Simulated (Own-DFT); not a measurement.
## Calculated data, SiC (4H silicon carbide, atoms displaced)

A calculation, not a measurement: plane-wave PBE density functional theory by an unreviewed code, no spin, of a simulated periodic cell, stress positive in tension, free energy of the whole cell less one offset for each atom, forces on such cells passed a denser k mesh, this cell's mesh not checked; offsets are fitted by least squares, one for each functional and potential file, so energies compare only between cells with the same atoms and settings and are not formation energies; the far tail of each file's local potential was reset to the Coulomb form; each entry is a single point on an unrelaxed cell, so the pressure reflects the starting lattice, mostly measured values (interpolated for alloys), from which strain is counted, and rises with the displacements; printed positions are rounded, which can move forces by about a meV/angstrom; the program, named Own-DFT, is a retired in-house code; no spin-orbit coupling. Program: Own-DFT development build.

Common to all runs: functional PBE; potential files PseudoDojo norm-conserving, scalar-relativistic, standard set; wave cutoff 42 hartree; occupations Fermi-Dirac; smearing width 0.1 eV; hardware one NVIDIA H100; k mesh 4 x 4 x 3 centred on Gamma.

(1) SiC (4H silicon carbide, atoms displaced)

```
SiC
1.0
      9.2481     0.0000     0.0000
     -4.6241     8.0091     0.0000
      0.0000     0.0000    10.0681
Si C Si C Si C Si C Si C Si C Si C Si C Si C Si C Si C Si C Si C Si C Si C Si C Si C Si C
2 2 2 2 2 2 2 2 2 2 2 2 2 2 2 2 2 2 2 2 2 2 2 2 2 2 2 2 2 2 2 2 2 2 2 2
Direct
  0.99814 0.99871 0.40974
  0.11405 0.21247 0.15468
  0.99271 0.99709 0.09475
  0.11106 0.22601 0.34937
  0.00153 0.33522 0.40165
  0.10881 0.55376 0.16585
  0.99672 0.33332 0.09083
  0.12657 0.57041 0.33568
  0.00568 0.68109 0.41388
  0.10186 0.88358 0.14823
  0.98084 0.65740 0.09221
  0.10880 0.88623 0.34841
  0.34296 0.01186 0.40935
  0.43120 0.21964 0.15272
  0.33911 0.00189 0.09588
  0.44052 0.21800 0.34343
  0.33698 0.33556 0.40751
  0.43646 0.55753 0.15519
  0.33708 0.33467 0.08696
  0.46403 0.56533 0.34300
  0.33413 0.67122 0.40555
  0.44527 0.89090 0.15433
  0.33400 0.65575 0.09214
  0.44676 0.89579 0.34120
  0.66673 0.00039 0.40090
  0.79052 0.22926 0.14920
  0.66256 0.98696 0.10321
  0.79396 0.22301 0.34662
  0.67754 0.35189 0.41167
  0.79000 0.56704 0.15277
  0.66924 0.33042 0.10148
  0.76979 0.54629 0.34673
  0.68233 0.67907 0.42035
  0.76732 0.88818 0.14971
  0.67011 0.66185 0.09026
  0.77848 0.89491 0.34849
  0.00184 0.01345 0.90120
  0.89286 0.77623 0.65620
  0.99217 0.99493 0.59197
  0.88721 0.77893 0.84255
  0.00914 0.67544 0.89849
  0.87863 0.42755 0.65092
  0.00160 0.65515 0.59381
  0.88192 0.43406 0.85285
  0.98475 0.32392 0.90742
  0.88502 0.10604 0.65817
  0.99647 0.32317 0.60587
  0.88676 0.10437 0.83916
  0.66160 0.99396 0.91200
  0.55820 0.77387 0.64535
  0.66699 0.00308 0.59003
  0.57123 0.78151 0.84353
  0.68394 0.67239 0.90990
  0.54828 0.43010 0.66130
  0.67375 0.66764 0.59812
  0.54442 0.44290 0.83738
  0.67766 0.34558 0.90031
  0.55390 0.10997 0.65831
  0.65063 0.33361 0.59707
  0.56318 0.11984 0.83939
  0.33425 0.00006 0.90689
  0.22953 0.77605 0.66270
  0.33001 0.99814 0.59333
  0.22465 0.78136 0.84520
  0.33776 0.67538 0.90717
  0.23005 0.45511 0.64452
  0.33592 0.66378 0.59515
  0.22127 0.44065 0.84217
  0.32819 0.32903 0.90391
  0.21555 0.10333 0.66028
  0.33235 0.34061 0.59628
  0.21819 0.10391 0.85147
```

```
free energy of cell above offsets : -3.639 eV
pressure                          : 6.1 GPa
stress xx                         : -7.83 GPa
stress yy                         : -4.55 GPa
stress zz                         : -5.91 GPa
stress yz                         : 1.44 GPa
stress xz                         : 0.32 GPa
stress xy                         : 0.38 GPa
wall time                         : 349.4 s
```

Force:
| element | x (eV/Å) | y (eV/Å) | z (eV/Å) |
| --- | --- | --- | --- |
| Si | -0.003 | 0.875 | -1.124 |
| Si | -1.436 | 1.856 | 0.738 |
| C | 0.199 | 0.065 | -1.147 |
| C | 1.473 | -0.445 | -1.126 |
| Si | 1.07 | 0.979 | 1.696 |
| Si | -0.161 | 0.096 | -4.494 |
| C | 2.55 | 0.174 | 0.358 |
| C | -1.823 | -1.529 | 4.016 |
| Si | 0.423 | -3.097 | -1.557 |
| Si | 0.833 | 0.003 | 1.652 |
| C | 6.577 | 3.503 | -2.036 |
| C | 0.032 | 2.127 | -1.229 |
| Si | -0.75 | -2.197 | -0.741 |
| Si | 3.378 | 0.964 | 1.211 |
| C | -1.67 | -1.192 | -1.232 |
| C | 0.274 | 2.088 | -0.061 |
| Si | 0 | 0.457 | -0.247 |
| Si | 4.252 | -1.217 | 0.823 |
| C | -1.473 | -0.223 | 1.047 |
| C | -2.111 | -0.59 | 0.774 |
| Si | 2.076 | 0.57 | -0.553 |
| Si | -0.193 | -1.302 | 1.082 |
| C | -3.524 | 2.82 | -0.272 |
| C | -0.091 | -0.434 | 0.666 |
| Si | -0.055 | 1.061 | 0.849 |
| Si | -2.46 | -1.852 | 2.586 |
| C | -2.382 | 3.478 | -2.751 |
| C | -3.43 | 0.272 | -1.115 |
| Si | -0.052 | -5.502 | -0.591 |
| Si | -4.792 | -4.769 | 2.848 |
| C | -1.18 | 0.611 | -1.691 |
| C | 1.311 | 5.619 | -0.971 |
| Si | -0.76 | -1.351 | -3.084 |
| Si | 3.847 | -2.293 | 2.613 |
| C | -1.427 | 0.826 | 0.919 |
| C | 1.003 | -0.95 | -1.166 |
| Si | 0.806 | -2.862 | 1.573 |
| Si | -0.121 | -0.423 | 0.257 |
| C | 1.172 | 0.194 | 1.145 |
| C | 2.618 | 1.24 | -0.426 |
| Si | -1.766 | -2.253 | 1.439 |
| Si | -0.1 | 1.26 | 1.644 |
| C | -0.184 | 0.85 | 1.443 |
| C | 1.517 | 3.504 | -3.149 |
| Si | 2.953 | 1.047 | -0.82 |
| Si | -0.124 | -0.478 | -0.918 |
| C | 0.167 | 1.69 | -2.83 |
| C | -1.82 | 1.018 | 1.51 |
| Si | 0.466 | 0.686 | -1.081 |
| Si | 0.38 | 1.325 | 2.413 |
| C | -0.39 | -0.648 | 0.049 |
| C | -2.055 | -0.64 | -0.349 |
| Si | -3.165 | -1.927 | -1.044 |
| Si | -2.566 | 3.293 | -0.565 |
| C | -0.184 | -1.132 | 0.44 |
| C | 2.216 | 0.535 | 2.406 |
| Si | -3.754 | -2.268 | 2.586 |
| Si | 0.012 | -0.293 | -1.057 |
| C | 3.984 | -1.539 | -1.23 |
| C | -0.375 | -1.264 | 1.793 |
| Si | 0.769 | 1.094 | 0.294 |
| Si | -1.026 | -0.013 | -1.803 |
| C | 0.42 | -0.196 | 1.038 |
| C | 0.857 | 0.21 | 0.247 |
| Si | 1.91 | -2.454 | -0.597 |
| Si | -1.167 | -3.291 | 3.677 |
| C | -0.56 | 2.262 | -1.346 |
| C | -1.314 | 0.949 | -0.175 |
| Si | -0.064 | 1.015 | -0.441 |
| Si | -0.362 | 1.252 | -0.59 |
| C | 1.064 | -2.003 | -0.825 |
| C | 0.262 | 0.758 | -1.399 |

(2) SiC (4H silicon carbide, atoms displaced)

```
SiC
1.0
      9.2481     0.0000     0.0000
     -4.6241     8.0091     0.0000
      0.0000     0.0000    10.0681
Si C Si C Si C Si C Si C Si C Si C Si C Si C Si C Si C Si C Si C Si C Si C Si C Si C Si C
2 2 2 2 2 2 2 2 2 2 2 2 2 2 2 2 2 2 2 2 2 2 2 2 2 2 2 2 2 2 2 2 2 2 2 2
Direct
  0.00726 0.00190 0.40777
  0.10252 0.22529 0.15051
  0.00124 0.00169 0.08557
  0.10507 0.21843 0.34816
  0.00582 0.32456 0.40266
  0.10808 0.55923 0.16437
  0.00058 0.33122 0.08825
  0.11061 0.55824 0.35133
  0.99544 0.66808 0.41819
  0.10064 0.88321 0.15161
  0.00924 0.66578 0.09091
  0.10495 0.88130 0.35024
  0.33779 0.99878 0.41491
  0.44959 0.23303 0.15886
  0.32979 0.99886 0.10093
  0.44327 0.22381 0.33930
  0.33167 0.34137 0.40415
  0.44788 0.56066 0.15158
  0.33384 0.33268 0.08657
  0.45151 0.55389 0.34439
  0.34136 0.66321 0.40753
  0.45625 0.89010 0.14456
  0.32685 0.66035 0.09120
  0.44256 0.89075 0.33903
  0.66451 0.00177 0.41038
  0.78651 0.22695 0.15264
  0.66640 0.99954 0.09262
  0.77337 0.22144 0.34174
  0.67479 0.33368 0.40673
  0.76885 0.55223 0.14685
  0.66419 0.33601 0.09866
  0.79147 0.55173 0.34509
  0.65712 0.66828 0.40540
  0.77802 0.89090 0.14818
  0.67398 0.67161 0.09142
  0.78587 0.89296 0.34373
  0.99908 0.98828 0.91228
  0.88116 0.78423 0.65056
  0.99284 0.99765 0.59274
  0.88981 0.77506 0.84346
  0.00190 0.66599 0.90130
  0.88805 0.44572 0.66304
  0.98357 0.65443 0.59442
  0.87922 0.43562 0.84420
  0.00369 0.33292 0.89804
  0.88418 0.12312 0.66088
  0.00986 0.33265 0.59094
  0.88040 0.12064 0.83328
  0.66558 0.01071 0.90755
  0.56657 0.78844 0.65568
  0.65239 0.99499 0.58223
  0.56743 0.77874 0.83962
  0.68406 0.67473 0.89879
  0.55831 0.44683 0.66591
  0.66201 0.66652 0.59870
  0.55022 0.44778 0.84299
  0.67157 0.32720 0.91025
  0.55596 0.10474 0.65378
  0.65667 0.33297 0.59749
  0.54961 0.10077 0.84167
  0.34523 0.01151 0.90523
  0.21098 0.75994 0.66078
  0.34005 0.00638 0.60052
  0.22609 0.77883 0.83944
  0.33980 0.66162 0.89679
  0.22834 0.45060 0.65660
  0.33398 0.67127 0.59330
  0.21534 0.43784 0.85188
  0.33896 0.33213 0.90735
  0.22276 0.11286 0.66405
  0.33459 0.32905 0.60016
  0.22489 0.11732 0.84451
```

```
free energy of cell above offsets : -5.085 eV
pressure                          : 5.55 GPa
stress xx                         : -5.17 GPa
stress yy                         : -4.49 GPa
stress zz                         : -7 GPa
stress yz                         : 0.69 GPa
stress xz                         : 0.88 GPa
stress xy                         : -0.34 GPa
wall time                         : 349.6 s
```

Force:
| element | x (eV/Å) | y (eV/Å) | z (eV/Å) |
| --- | --- | --- | --- |
| Si | -0.783 | -1.071 | 0.116 |
| Si | 2.881 | -0.64 | 0.904 |
| C | -0.844 | -0.026 | 2.423 |
| C | 2.37 | 0.079 | -2.424 |
| Si | -3.753 | 2.268 | 1.177 |
| Si | 1.426 | -0.582 | -0.48 |
| C | -1.213 | 1.208 | -0.034 |
| C | 1.133 | -0.808 | -0.282 |
| Si | 1.328 | -0.516 | -2.363 |
| Si | 1.984 | 0.536 | 1.762 |
| C | -2.855 | -0.185 | -0.892 |
| C | 0.721 | 1.333 | -0.686 |
| Si | -1.228 | 0.393 | -1.745 |
| Si | -0.887 | -2.537 | -0.249 |
| C | 0.849 | 0.804 | -1.872 |
| C | 0.068 | 0.346 | 2.022 |
| Si | 1.829 | -2.465 | 1.217 |
| Si | -0.192 | -0.828 | -0.197 |
| C | -0.462 | 0.63 | 2.14 |
| C | -2.056 | 0.205 | -1.368 |
| Si | -2.154 | 1.337 | -0.783 |
| Si | -3.888 | -1.162 | 2.522 |
| C | 1.097 | 1.096 | -0.331 |
| C | 1.529 | -0.853 | 0.438 |
| Si | 0.372 | -0.407 | -4.146 |
| Si | -1.573 | -0.579 | 1.218 |
| C | 1.33 | 1.578 | -1.086 |
| C | 2.109 | -0.401 | 0.19 |
| Si | -2.194 | 0.38 | 0.227 |
| Si | 2.811 | 1.4 | 2.679 |
| C | 1.441 | -1.007 | -1.876 |
| C | -3.428 | 0.299 | -1.028 |
| Si | 4.259 | 0.558 | 0.624 |
| Si | 0.65 | 0.036 | 1.907 |
| C | -1.18 | -0.124 | -0.932 |
| C | -1.4 | -0.273 | -0.455 |
| Si | -0.477 | 2.341 | -3.384 |
| Si | 1.592 | -1.098 | 0.745 |
| C | 0.256 | 1.581 | 0.896 |
| C | 1.712 | 1.072 | -1.141 |
| Si | 1.025 | -0.426 | 0.845 |
| Si | -0.455 | -1.902 | -2.09 |
| C | 0.647 | 2.067 | 2.052 |
| C | 1.678 | 1.675 | 0.53 |
| Si | -1.675 | -0.068 | 1.459 |
| Si | 1.284 | -1.818 | -3.519 |
| C | -1.834 | 0.903 | 0.442 |
| C | 1.359 | -1.654 | 3.588 |
| Si | 1.877 | -2.168 | -0.59 |
| Si | -1.516 | -1.581 | 0 |
| C | 2.214 | 1.42 | 3.345 |
| C | -1.049 | 1.016 | 0.904 |
| Si | -3.104 | -2.031 | 1.515 |
| Si | -0.983 | -0.601 | -2.26 |
| C | -0.089 | -0.034 | -1.321 |
| C | 2.487 | 0.07 | 1.775 |
| Si | -2.682 | 0.049 | -0.376 |
| Si | -1.516 | 1.57 | 0.322 |
| C | 2.522 | -0.516 | -0.18 |
| C | 0.74 | 2.462 | -0.12 |
| Si | -2.575 | -2.482 | 1.327 |
| Si | -0.586 | 2.734 | -1.721 |
| C | -1.464 | -2.056 | -0.355 |
| C | 0.07 | -0.343 | 1.381 |
| Si | -0.964 | 0.639 | 1.521 |
| Si | 0.502 | -1.258 | 0.397 |
| C | 1.331 | -0.689 | 0.362 |
| C | 2.069 | 1.251 | -2.26 |
| Si | -1.664 | 0.466 | -0.513 |
| Si | -0.186 | -0.705 | -1.8 |
| C | -0.689 | 1.579 | -1.111 |
| C | 0.042 | -1.49 | 1 |

(3) SiC (4H silicon carbide, atoms displaced)

```
SiC
1.0
      9.2481     0.0000     0.0000
     -4.6241     8.0091     0.0000
      0.0000     0.0000    10.0681
Si C Si C Si C Si C Si C Si C Si C Si C Si C Si C Si C Si C Si C Si C Si C Si C Si C Si C
2 2 2 2 2 2 2 2 2 2 2 2 2 2 2 2 2 2 2 2 2 2 2 2 2 2 2 2 2 2 2 2 2 2 2 2
Direct
  0.00664 0.99437 0.40255
  0.11489 0.22744 0.15185
  0.01094 0.01024 0.08645
  0.10540 0.21378 0.34020
  0.99916 0.32511 0.41373
  0.11770 0.55759 0.14845
  0.00560 0.34175 0.09237
  0.10778 0.54885 0.34839
  0.98815 0.66698 0.41265
  0.11407 0.89571 0.16805
  0.01147 0.65828 0.09317
  0.11901 0.89051 0.35240
  0.34015 0.00597 0.40443
  0.46226 0.22206 0.16808
  0.33165 0.99669 0.10153
  0.43928 0.22516 0.35028
  0.32942 0.33305 0.40126
  0.44000 0.54238 0.15702
  0.33740 0.33245 0.09395
  0.45229 0.55592 0.34416
  0.34316 0.67799 0.40696
  0.44811 0.89272 0.15660
  0.33713 0.67150 0.09665
  0.44053 0.89697 0.34662
  0.67642 0.00588 0.40286
  0.77585 0.22221 0.15008
  0.66246 0.98846 0.09426
  0.77413 0.22184 0.34993
  0.66333 0.33051 0.41337
  0.77996 0.56280 0.15769
  0.66235 0.33271 0.08843
  0.77442 0.54693 0.34615
  0.66243 0.66672 0.40953
  0.78580 0.89727 0.15065
  0.67186 0.67713 0.09837
  0.76575 0.88228 0.33470
  0.99965 0.00211 0.90768
  0.89458 0.78169 0.64934
  0.00094 0.01144 0.59570
  0.90311 0.78034 0.83724
  0.00446 0.67638 0.90068
  0.89411 0.44865 0.65709
  0.00291 0.67104 0.58588
  0.90382 0.44295 0.84731
  0.00153 0.32915 0.90788
  0.89555 0.10908 0.65725
  0.00361 0.32899 0.58304
  0.89613 0.12124 0.83949
  0.66455 0.00232 0.90595
  0.54918 0.77695 0.65785
  0.66126 0.99285 0.59847
  0.55788 0.77567 0.84358
  0.65589 0.65472 0.90689
  0.56420 0.45744 0.66045
  0.66304 0.65828 0.59252
  0.55063 0.44021 0.84666
  0.65908 0.33512 0.89958
  0.55929 0.11489 0.65220
  0.66909 0.32600 0.59742
  0.55424 0.11245 0.85044
  0.31776 0.99918 0.90630
  0.22527 0.78772 0.65677
  0.33602 0.00442 0.58977
  0.21658 0.78872 0.83863
  0.32599 0.65886 0.90724
  0.22994 0.45122 0.67027
  0.32532 0.66881 0.57716
  0.21898 0.45085 0.83436
  0.34195 0.34054 0.90565
  0.23286 0.11285 0.64970
  0.33128 0.34155 0.60565
  0.22757 0.10945 0.84490
```

```
free energy of cell above offsets : -4.300 eV
pressure                          : 5.81 GPa
stress xx                         : -4.2 GPa
stress yy                         : -5.4 GPa
stress zz                         : -7.85 GPa
stress yz                         : 0.48 GPa
stress xz                         : 0.25 GPa
stress xy                         : 1.79 GPa
wall time                         : 362.2 s
```

Force:
| element | x (eV/Å) | y (eV/Å) | z (eV/Å) |
| --- | --- | --- | --- |
| Si | -2.565 | 0.91 | 0.909 |
| Si | -0.101 | 0.02 | 0.658 |
| C | -0.681 | -1.166 | 1.984 |
| C | 0.486 | 0.504 | -0.117 |
| Si | -0.364 | 1.538 | -3.956 |
| Si | 0.477 | -0.41 | 3.571 |
| C | 0.299 | -2.02 | -0.389 |
| C | 0.169 | 1.007 | -1.024 |
| Si | 3.139 | -1.173 | -3.022 |
| Si | 0.834 | -1.478 | -1.91 |
| C | -4.247 | 2.897 | -0.63 |
| C | -1.034 | -0.752 | -0.678 |
| Si | -0.83 | -0.243 | 0.964 |
| Si | -3.083 | -0.711 | -1.866 |
| C | 0.056 | 1.047 | -0.798 |
| C | 1.624 | 0.009 | -0.15 |
| Si | -0.987 | 0.83 | 1.994 |
| Si | 0.045 | 3.209 | 0.387 |
| C | 0.408 | -0.658 | -0.294 |
| C | -1.969 | -0.392 | -0.16 |
| Si | -1.411 | -1.99 | -3.333 |
| Si | -0.63 | -0.982 | 0.674 |
| C | 0.933 | -1.143 | -0.927 |
| C | 2.789 | -0.374 | -1.075 |
| Si | -1.705 | -1.255 | 1.154 |
| Si | 0.5 | 0.212 | 1.089 |
| C | -0.096 | 2.67 | -0.891 |
| C | 0.449 | 0.418 | -1.55 |
| Si | 0.359 | 0.216 | -0.526 |
| Si | 1.387 | -0.872 | -0.397 |
| C | 1.301 | 1.138 | 0.477 |
| C | -1.157 | 1.345 | 0.039 |
| Si | 1.238 | -0.484 | -1.254 |
| Si | 0.125 | -0.726 | 0.464 |
| C | 0.282 | -1.852 | -1.465 |
| C | 2.327 | 0.753 | 1.551 |
| Si | 0.822 | -0.064 | -2.123 |
| Si | -0.634 | 0.216 | 0.796 |
| C | 3.102 | -2.537 | -1.716 |
| C | -3.662 | 0.136 | 0.412 |
| Si | 1.084 | -2.481 | 1.746 |
| Si | 1.128 | -0.963 | -0.425 |
| C | -0.275 | -0.096 | 3.033 |
| C | -3.403 | 1.219 | -1.089 |
| Si | 0.037 | 0.967 | -0.079 |
| Si | -2.959 | 1.61 | -0.439 |
| C | -0.35 | 0.589 | 5.367 |
| C | -0.128 | -2.259 | 1.412 |
| Si | 0.631 | -0.268 | -0.263 |
| Si | 0.171 | -0.71 | -0.842 |
| C | 1.156 | 1.221 | -1.068 |
| C | -1.126 | -0.264 | 0.257 |
| Si | 1.616 | 2.774 | 0.627 |
| Si | -0.389 | -3.755 | -0.62 |
| C | -0.003 | 3.304 | 0.218 |
| C | 0.651 | 1.517 | -1.162 |
| Si | 3.013 | -0.733 | 1.258 |
| Si | 0.095 | -1.81 | 1.921 |
| C | -0.995 | 2.754 | 0.188 |
| C | -0.848 | -0.501 | -1.37 |
| Si | 3.87 | 0.184 | 1.847 |
| Si | 0.207 | -0.989 | -1.651 |
| C | 0.801 | 0.068 | -0.047 |
| C | 2.494 | -1.382 | 0.567 |
| Si | -0.016 | 2.76 | 0.15 |
| Si | -1.732 | -0.166 | -7.676 |
| C | 1.113 | 0.136 | 6.165 |
| C | 1.081 | -0.934 | 6.221 |
| Si | -1.989 | -2.221 | 0.211 |
| Si | -2.187 | 1.116 | 1.705 |
| C | 2.242 | -0.68 | -1.936 |
| C | -2.985 | 2.201 | -1.101 |

(4) SiC (4H silicon carbide, atoms displaced)

```
SiC
1.0
      9.2481     0.0000     0.0000
     -4.6241     8.0091     0.0000
      0.0000     0.0000    10.0681
Si C Si C Si C Si C Si C Si C Si C Si C Si C Si C Si C Si C Si C Si C Si C Si C Si C Si C
2 2 2 2 2 2 2 2 2 2 2 2 2 2 2 2 2 2 2 2 2 2 2 2 2 2 2 2 2 2 2 2 2 2 2 2
Direct
  0.00352 0.00591 0.40766
  0.11126 0.22397 0.15805
  0.00140 0.01340 0.10289
  0.11656 0.21951 0.34188
  0.99127 0.33247 0.40239
  0.10192 0.55061 0.15557
  0.00390 0.33315 0.10003
  0.10751 0.56006 0.34963
  0.99359 0.66604 0.40136
  0.11407 0.88833 0.16413
  0.98762 0.66901 0.09166
  0.12539 0.90497 0.34508
  0.33542 0.98910 0.41713
  0.43935 0.23186 0.16526
  0.33610 0.00496 0.09023
  0.44859 0.21511 0.34791
  0.32961 0.32709 0.40217
  0.45603 0.55358 0.15303
  0.33732 0.33049 0.09043
  0.44187 0.55788 0.34473
  0.34723 0.67413 0.40338
  0.44856 0.89004 0.15988
  0.32728 0.65811 0.09089
  0.45177 0.89177 0.34959
  0.67927 0.00748 0.41151
  0.78379 0.23274 0.15959
  0.66484 0.99643 0.10272
  0.79037 0.24113 0.35558
  0.67325 0.33599 0.41585
  0.77450 0.54858 0.15752
  0.66479 0.32324 0.09212
  0.76050 0.54936 0.34042
  0.68082 0.67905 0.41973
  0.76954 0.87945 0.15958
  0.67059 0.64959 0.09332
  0.78194 0.88357 0.34393
  0.99471 0.99707 0.90815
  0.89538 0.79348 0.65342
  0.00547 0.01011 0.58997
  0.87769 0.77843 0.84459
  0.00890 0.67479 0.89659
  0.87972 0.43334 0.65584
  0.00217 0.67583 0.58573
  0.88670 0.43645 0.84588
  0.00056 0.33361 0.90961
  0.88147 0.10828 0.65950
  0.00773 0.32117 0.59128
  0.88186 0.11101 0.84560
  0.66819 0.00157 0.90865
  0.54960 0.77143 0.65435
  0.66771 0.99735 0.60072
  0.55544 0.77613 0.85111
  0.66946 0.67428 0.90387
  0.55039 0.44557 0.65058
  0.66281 0.66534 0.59305
  0.54917 0.44072 0.83894
  0.67834 0.34087 0.89769
  0.56024 0.11848 0.65267
  0.65486 0.33047 0.60936
  0.55385 0.11312 0.83726
  0.32125 0.99276 0.90230
  0.21870 0.77763 0.64781
  0.35303 0.99709 0.59398
  0.22303 0.76949 0.85714
  0.34218 0.66102 0.89552
  0.22492 0.45668 0.64603
  0.32362 0.66383 0.59148
  0.22001 0.43639 0.83100
  0.33512 0.33175 0.90471
  0.21881 0.11988 0.66155
  0.33595 0.33037 0.59817
  0.23344 0.10181 0.83813
```

```
free energy of cell above offsets : -4.005 eV
pressure                          : 5.63 GPa
stress xx                         : -7.18 GPa
stress yy                         : -4.89 GPa
stress zz                         : -4.83 GPa
stress yz                         : 1.01 GPa
stress xz                         : -0.56 GPa
stress xy                         : -0.89 GPa
wall time                         : 368.9 s
```

Force:
| element | x (eV/Å) | y (eV/Å) | z (eV/Å) |
| --- | --- | --- | --- |
| Si | 0.842 | -0.389 | -1.159 |
| Si | 1.052 | 0.795 | 0.18 |
| C | 0.433 | -3.314 | -1.752 |
| C | -2.146 | 0.833 | 0.186 |
| Si | 5.274 | 2.307 | 1.857 |
| Si | 0.694 | 2.006 | 0.316 |
| C | -0.889 | 0.02 | -1.173 |
| C | 1.108 | -0.284 | -1.091 |
| Si | -0.084 | 0.921 | -0.375 |
| Si | -0.339 | 1.132 | -2.03 |
| C | 2.143 | -0.145 | 0.089 |
| C | -0.956 | -2.432 | 1.194 |
| Si | -0.227 | 1.884 | -2.073 |
| Si | 3.35 | -2.865 | -1.493 |
| C | -0.296 | -0.498 | 1.151 |
| C | -0.477 | 0.68 | 0.891 |
| Si | 1.333 | 1.137 | 1.365 |
| Si | -2.712 | 0.037 | 0.633 |
| C | -2.036 | 0.92 | 0.209 |
| C | 2.166 | -0.76 | -0.078 |
| Si | -2.309 | -1.159 | -0.053 |
| Si | -1.66 | -0.725 | -0.87 |
| C | 1.079 | 0.646 | 0.154 |
| C | 0.788 | 0.398 | -0.636 |
| Si | -0.672 | -0.636 | -0.437 |
| Si | -0.103 | -2.006 | 0.211 |
| C | 0.694 | 0.865 | -0.85 |
| C | -2.416 | -3.878 | -2.304 |
| Si | -2.441 | 0.115 | -0.365 |
| Si | 0.912 | -1.122 | -0.502 |
| C | -0.875 | 1.607 | -0.02 |
| C | 1.964 | 0.937 | 1.832 |
| Si | -1.864 | -2.47 | -3.592 |
| Si | 1.337 | 0.545 | -0.716 |
| C | -2.297 | 3.014 | -1.043 |
| C | -0.538 | 1.852 | 0.995 |
| Si | 0.571 | 1.117 | 0.785 |
| Si | -0.035 | -1.709 | 0.496 |
| C | -0.575 | -0.624 | 1.129 |
| C | 2.961 | 0.945 | -1.367 |
| Si | -2.249 | -2.054 | 2.116 |
| Si | 1.497 | 1.437 | 0.098 |
| C | -1.047 | -1.335 | 1.458 |
| C | 1.436 | 2.649 | -1.136 |
| Si | 0.631 | -0.129 | -0.462 |
| Si | 1.557 | 0.514 | 0.154 |
| C | -3.011 | 1.387 | -0.404 |
| C | 1.679 | 0.147 | 0.256 |
| Si | -1.914 | 0.1 | 0.451 |
| Si | -0.363 | 0.82 | 1.034 |
| C | -0.407 | 0.094 | -1.407 |
| C | 0.624 | 1.274 | -2.008 |
| Si | -0.321 | -3.296 | 1.017 |
| Si | 0.06 | 0.082 | 2.051 |
| C | 0.711 | 0.888 | 1.774 |
| C | 1.19 | 1.703 | 0.454 |
| Si | -3.274 | -2.362 | 1.767 |
| Si | 0.874 | -2.292 | 2.236 |
| C | 2.017 | 1.76 | -3.389 |
| C | 0.639 | -0.567 | 1.431 |
| Si | 4.497 | -0.04 | 1.912 |
| Si | 0.468 | 0.485 | 1.887 |
| C | -3.808 | -0.264 | 0.587 |
| C | 0.412 | 0.846 | -3.467 |
| Si | -2.452 | -1.136 | 2.849 |
| Si | 1.07 | -3.822 | 1.191 |
| C | 1.526 | 1.813 | -0.584 |
| C | -0.125 | 0.516 | 1.837 |
| Si | 0.167 | -0.671 | -0.639 |
| Si | 2.068 | -1.228 | -1.405 |
| C | -1.689 | 1.247 | -2.148 |
| C | -5.215 | 1.737 | 0.797 |
